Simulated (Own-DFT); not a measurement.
# Point defects and the pressure they add: 4H SiC

Source: density functional calculations with Own-DFT, an unreviewed in-house program that is no longer used. Nothing was measured or relaxed, and spin and spin-orbit coupling are left out.

Method: PBE; PseudoDojo norm-conserving scalar-relativistic files; cutoff 42 hartree; 4 x 4 x 3 k mesh centred on Gamma; Fermi-Dirac smearing of 0.1 eV.

Limits (not all hold for every row): a neutral cation vacancy leaves holes that likely carry spin, which these runs leave out; some atoms lie very close together; not probed for a lower state with spin; forces on such cells failed a check on a denser k mesh; forces on such cells passed a denser k mesh, each cell not checked; stress not checked against mesh or cutoff.

All runs share one cell, with vectors in Å (9.248, 0.000, 0.000); (-4.624, 8.009, 0.000); (0.000, 0.000, 10.068) and a volume of 745.7 Å³. u is the rms random offset of the atoms per axis. The defect's site can differ from row to row.

| cell | formula | u (Å) | P (GPa) |
|---|---|---|---|
| no defect | C36Si36 | 0.0321 | 3.90 |
| no defect | C36Si36 | 0.0589 | 6.40 |
| no defect | C36Si36 | 0.0607 | 6.36 |
| one C on a Si site | C37Si35 | 0.0462 | 2.48 |
| one C on a Si site | C37Si35 | 0.0481 | 3.28 |
| one C on a Si site | C37Si35 | 0.0509 | 3.10 |
| one Si on a C site | C35Si37 | 0.0490 | 12.21 |
| one Si on a C site | C35Si37 | 0.0504 | 11.17 |
| one Si on a C site | C35Si37 | 0.0566 | 12.86 |
| one Si vacancy | C36Si35 | 0.0282 | 3.04 |
| one Si vacancy | C36Si35 | 0.0292 | 2.95 |
| one Si vacancy | C36Si35 | 0.0294 | 3.06 |
| two Al on a Si site each | Al2C36Si34 | 0.0277 | 5.56 |
| two Al on a Si site each | Al2C36Si34 | 0.0300 | 5.76 |
| two Al on a Si site each | Al2C36Si34 | 0.0508 | 7.34 |
| two Al on a Si site each | Al2C36Si34 | 0.0528 | ? |

## Analysis

P = P0 + c u² + a shift for each defect gives P0 = 2.86 GPa, c = 989 ± 132 GPa/Å² and a scatter of 0.35 GPa. The shifts, and each times the cell's volume:

- one Si on a C site: 6.54 ± 0.28 GPa, 30.4 eV
- two Al on a Si site each: 1.96 ± 0.33 GPa, 9.1 eV (4.6 eV for each of its 2 sites)
- one Si vacancy: -0.67 ± 0.38 GPa, -3.1 eV (not resolved)
- one C on a Si site: -2.22 ± 0.29 GPa, -10.4 eV

A positive shift means that the defect pushes the cell outwards. Shift times volume (160.2 GPa Å³ is 1 eV) depends little on the cell's size, so, taken for each site, it can be compared between cells at like pressure. The atoms around the defects weren't relaxed, which would change these numbers.

## Withheld run

Q: what pressure belongs in the blank (two Al on a Si site each, u = 0.0528 Å)?

Estimate: 7.58 ± 0.44 GPa. Computed: 7.17 GPa.
